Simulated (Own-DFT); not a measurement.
# Point defects and the pressure they add: zincblende GaAs

Everything here is calculated. The program is Own-DFT (plane waves, in-house, since retired, never reviewed by a person); positions were held fixed, and spin and spin-orbit coupling were off.

Settings: PBE; PseudoDojo norm-conserving scalar-relativistic files; cutoff 42 hartree; 3 x 3 x 3 k mesh centred on Gamma; Fermi-Dirac smearing of 0.1 eV.

Keep in mind (not all hold for every row): not probed for a lower state with spin; forces not confirmed at this smearing and k mesh; stress not checked against mesh or cutoff.

All runs share one cell, with vectors in Å (10.862, 0.000, 0.000); (0.000, 10.862, 0.000); (0.000, 0.000, 11.796) and a volume of 1391.7 Å³, strained against the parent crystal. Atoms were moved at random from their sites; u is the rms move along one axis. The defect's site can differ from row to row.

| cell | formula | u (Å) | P (GPa) |
|---|---|---|---|
| no defect | As32Ga32 | 0.0299 | 6.66 |
| no defect | As32Ga32 | 0.0302 | 6.67 |
| no defect | As32Ga32 | 0.0491 | 7.01 |
| one As vacancy and one Ga vacancy | As31Ga31 | 0.0275 | 5.98 |
| one As vacancy and one Ga vacancy | As31Ga31 | 0.0310 | 5.95 |
| one As vacancy and one Ga vacancy | As31Ga31 | 0.0516 | 6.37 |
| one In on a Ga site | As32Ga31In | 0.0285 | ? |
| one In on a Ga site | As32Ga31In | 0.0300 | 7.37 |
| one In on a Ga site | As32Ga31In | 0.0307 | 7.43 |
| one In on a Ga site | As32Ga31In | 0.0317 | 7.41 |
| one Al on a Ga site | AlAs32Ga31 | 0.0297 | 6.64 |
| one Al on a Ga site | AlAs32Ga31 | 0.0316 | 6.67 |
| one Al on a Ga site | AlAs32Ga31 | 0.0501 | 7.01 |
| one P on an As site | As31Ga32P | 0.0272 | 6.34 |
| one P on an As site | As31Ga32P | 0.0283 | 6.34 |
| one P on an As site | As31Ga32P | 0.0505 | 6.82 |

## Fit

P = P0 + c u² + a shift for each defect gives P0 = 6.45 GPa, c = 236 ± 10 GPa/Å² and a scatter of 0.03 GPa. The shifts, and each times the cell's volume:

- one In on a Ga site: 0.73 ± 0.02 GPa, 6.3 eV
- one Al on a Ga site: -0.02 ± 0.02 GPa, -0.2 eV (not resolved)
- one P on an As site: -0.27 ± 0.02 GPa, -2.4 eV
- one As vacancy and one Ga vacancy: -0.69 ± 0.02 GPa, -6.0 eV

Against the defect-free cell, a freed cell would be larger where the shift is positive and smaller where it is negative (160.2 GPa Å³ is 1 eV). The atoms around the defects weren't relaxed, which would change these numbers.

## Check

Question: what pressure belongs in the blank (one In on a Ga site, u = 0.0285 Å)?

The fitted form gives 7.37 ± 0.03 GPa. DFT gave 7.47 GPa. This run lies off the fit, by chance or by something that the fit leaves out.
